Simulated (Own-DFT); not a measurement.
# What it costs to cut wurtzite AlN, m plane (10-10)

Calculated, not measured: single-point runs of Own-DFT, a retired in-house plane-wave DFT program that no person has reviewed, on unrelaxed cells, without spin or spin-orbit coupling.

Limits (not all hold for every row): some atoms lie very close together; forces not confirmed at this smearing and k mesh; k mesh not checked against a denser one.

Both sets of runs: PBE; PseudoDojo norm-conserving scalar-relativistic files; cutoff 42 hartree; Gaussian smearing of 0.01 eV. The slab has 128 atoms in 16 layers, two equal faces of 62.02 Å² as cut, 15 Å of vacuum, a dipole correction along the normal and a 6 x 3 x 1 mesh. The bulk cell has 128 atoms, the same measured lattice constants and a 3 x 3 x 3 mesh. All atoms were moved at random; u is the rms move along one axis. Energies are counted from -174.06 eV for each atom.

| slab run | u (Å) | E (eV, cell) |
|---|---|---|
| 1 | 0.0190 | 20.447 |
| 2 | 0.0192 | 20.051 |
| 3 | 0.0207 | 20.578 |
| 4 | 0.0474 | 27.016 |
| 5 | 0.0498 | 29.981 |
| 6 | 0.0500 | 27.719 |
| 7 | 0.0529 | 30.776 |
| 8 | 0.0968 | 56.597 |
| 9 | 0.0983 | 59.687 |
| 10 | 0.0990 | 57.690 |
| 11 | 0.1028 | 64.679 |
| 12 | 0.1081 | 69.303 |

| bulk run | u (Å) | E (meV/atom) |
|---|---|---|
| 1 | 0.0199 | -1.74 |
| 2 | 0.0199 | -1.88 |
| 3 | 0.0200 | -2.56 |
| 4 | 0.0201 | -1.36 |
| 5 | 0.0205 | -1.79 |
| 6 | 0.0210 | -0.35 |
| 7 | 0.0212 | -0.31 |
| 8 | 0.0952 | 330.89 |
| 9 | 0.1020 | 317.62 |
| 10 | 0.1051 | 346.07 |

Question: what is the energy of the unrelaxed surface?

## Answer

Take each set to u = 0 with E = a + b u². Rows are weighted down as u grows, with residuals divided by u² + 0.0006 Å². Slab: a = 18.73 ± 0.16 eV. Bulk: a = -15.7 ± 0.8 meV/atom. The excess is 18.73 - 128 x (-0.0157) = 20.74 ± 0.19 eV. Over two faces that is 167 meV/Å², or 2.68 ± 0.02 J/m². Relaxing the faces would lower the energy, and the unlike meshes and the reach from the smallest u down to zero add errors that aren't counted here.
